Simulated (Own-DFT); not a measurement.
# Point defects and the pressure they add: C40 NbSi2

Everything here is calculated. The program is Own-DFT (plane waves, in-house, since retired, never reviewed by a person); positions were held fixed, and spin and spin-orbit coupling were off.

Method: PBEsol; PseudoDojo norm-conserving scalar-relativistic files, made for PBE; cutoff 42 hartree; 4 x 4 x 5 k mesh centred on Gamma; cold (Marzari-Vanderbilt) smearing of 0.2 eV.

Keep in mind: forces on such cells failed a check on a denser k mesh; stress not checked against mesh or cutoff.

All runs share one cell, with vectors in Å (0.000, 8.324, 0.000); (-9.613, 0.000, 0.000); (0.000, 0.000, 6.586) and a volume of 527.0 Å³. Atoms were moved at random from their sites; u is the rms move along one axis. The defect's site can differ from row to row.

| cell | formula | u (Å) | P (GPa) |
|---|---|---|---|
| no defect | Nb12Si24 | 0.0164 | -2.24 |
| no defect | Nb12Si24 | 0.0203 | -2.13 |
| no defect | Nb12Si24 | 0.0504 | -1.13 |
| two Nb vacancies | Nb10Si24 | 0.0256 | -3.58 |
| two Nb vacancies | Nb10Si24 | 0.0324 | -3.24 |
| two Nb vacancies | Nb10Si24 | 0.0528 | -2.71 |
| two Si on a Nb site each | Nb10Si26 | 0.0261 | -1.85 |
| two Si on a Nb site each | Nb10Si26 | 0.0311 | -1.74 |
| two Si on a Nb site each | Nb10Si26 | 0.0480 | ? |
| two Si on a Nb site each | Nb10Si26 | 0.0541 | -0.55 |
| one Si vacancy | Nb12Si23 | 0.0285 | -2.63 |
| one Si vacancy | Nb12Si23 | 0.0299 | -2.41 |
| one Si vacancy | Nb12Si23 | 0.0528 | -1.27 |
| two Nb on a Si site each | Nb14Si22 | 0.0333 | 3.68 |
| two Nb on a Si site each | Nb14Si22 | 0.0497 | 4.15 |
| two Nb on a Si site each | Nb14Si22 | 0.0502 | 4.16 |

## Fit

P = P0 + c u² + a shift for each defect gives P0 = -2.37 GPa, c = 504 ± 41 GPa/Å² and a scatter of 0.14 GPa. The shifts, and each times the cell's volume:

- two Nb on a Si site each: 5.35 ± 0.12 GPa, 17.6 eV (8.8 eV for each of its 2 sites)
- two Si on a Nb site each: 0.22 ± 0.12 GPa, 0.7 eV (0.4 eV for each of its 2 sites) (not resolved)
- one Si vacancy: -0.48 ± 0.12 GPa, -1.6 eV
- two Nb vacancies: -1.56 ± 0.12 GPa, -5.1 eV (-2.6 eV for each of its 2 sites)

Against the defect-free cell, a freed cell would be larger where the shift is positive and smaller where it is negative (160.2 GPa Å³ is 1 eV). The atoms around the defects weren't relaxed, which would change these numbers.

## Prediction

Question: what pressure belongs in the blank (two Si on a Nb site each, u = 0.0480 Å)?

From the fit: -0.99 ± 0.17 GPa. DFT gave -1.04 GPa.
